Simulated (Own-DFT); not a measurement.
# How strain changes the stress of wurtzite AlGaN with randomly placed atoms, 72 atoms (Al9Ga27N36)

Calculated results; nothing here was measured. The program, named Own-DFT, is a retired in-house plane-wave density functional code that no person has reviewed. Each row is one single-point run on a periodic cell that was not relaxed, without spin or spin-orbit coupling.

Settings of every run: PBE; PseudoDojo norm-conserving scalar-relativistic files (stringent for Ga); cutoff 96 hartree; 4 x 4 x 3 k mesh centred on Gamma; Gaussian smearing of 0.01 eV.

Known limits: forces on such cells passed a denser k mesh, each cell not checked; stress not checked against mesh or cutoff.

Unstrained cell vectors in Å: (9.509, 0.000, 0.000); (-4.755, 8.235, 0.000); (0.000, 0.000, 10.269). The unstrained cell has measured lattice constants (interpolated for alloys), not those of this functional. That, the random moves and any unrelaxed bonds set the pressure at no strain. Each run strains this cell uniformly, with the atoms carried along. Every atom was also moved at random, by a Gaussian of width 0.05 Å on each axis. The random placing of the alloy's atoms differs from row to row. Strain is the symmetric tensor, in per cent. Stress is positive in tension, and the pressure is minus a third of its trace.

| run | e_xx (%) | e_yy (%) | e_zz (%) | s_xx (GPa) | s_yy (GPa) | s_zz (GPa) | P (GPa) | E (meV/atom) |
|---|---|---|---|---|---|---|---|---|
| 1 | 0.00 | 0.00 | 2.00 | -5.98 | -5.86 | 0.85 | 3.66 | 19.4 |
| 2 | 0.00 | 0.00 | 0.50 | -6.22 | -6.50 | -4.85 | 5.86 | 0.0 |
| 3 | 0.00 | 0.00 | 2.25 | -6.45 | -3.22 | 1.00 | 2.89 | 3.7 |
| 4 | 0.00 | 0.00 | -0.75 | -7.83 | -8.19 | -9.32 | 8.44 | 9.2 |
| 5 | 0.00 | 0.00 | -1.00 | -7.94 | -8.96 | -10.42 | 9.11 | 19.3 |
| 6 | 0.00 | 0.00 | -1.75 | -6.97 | -8.82 | -16.22 | 10.67 | 14.1 |
| 7 | 0.00 | 0.00 | -1.50 | -8.12 | -8.70 | -15.49 | 10.77 | 32.4 |
| 8 | 0.00 | 0.00 | 0.25 | -7.61 | -7.63 | -5.58 | 6.94 | 19.5 |
| 9 | 0.00 | 0.00 | 0.75 | ? | ? | ? | ? | ? |

E is the free energy for each atom above the lowest run shown.

## Worked fit

The change of volume is close to e_xx + e_yy + e_zz. A straight line through the runs shown gives P = 7.29 - 196 x (fractional change of volume) GPa, with an error of 9 on the slope and a scatter of 0.35 GPa. The strain isn't the same on all axes and the cell isn't cubic, so the slope belongs to this path and is not the bulk modulus.

## Withheld run

Question: what pressure should run 9 give? Its volume changes by 0.75 %.

The line gives 5.8 GPa. The calculation gave 4.81 GPa.
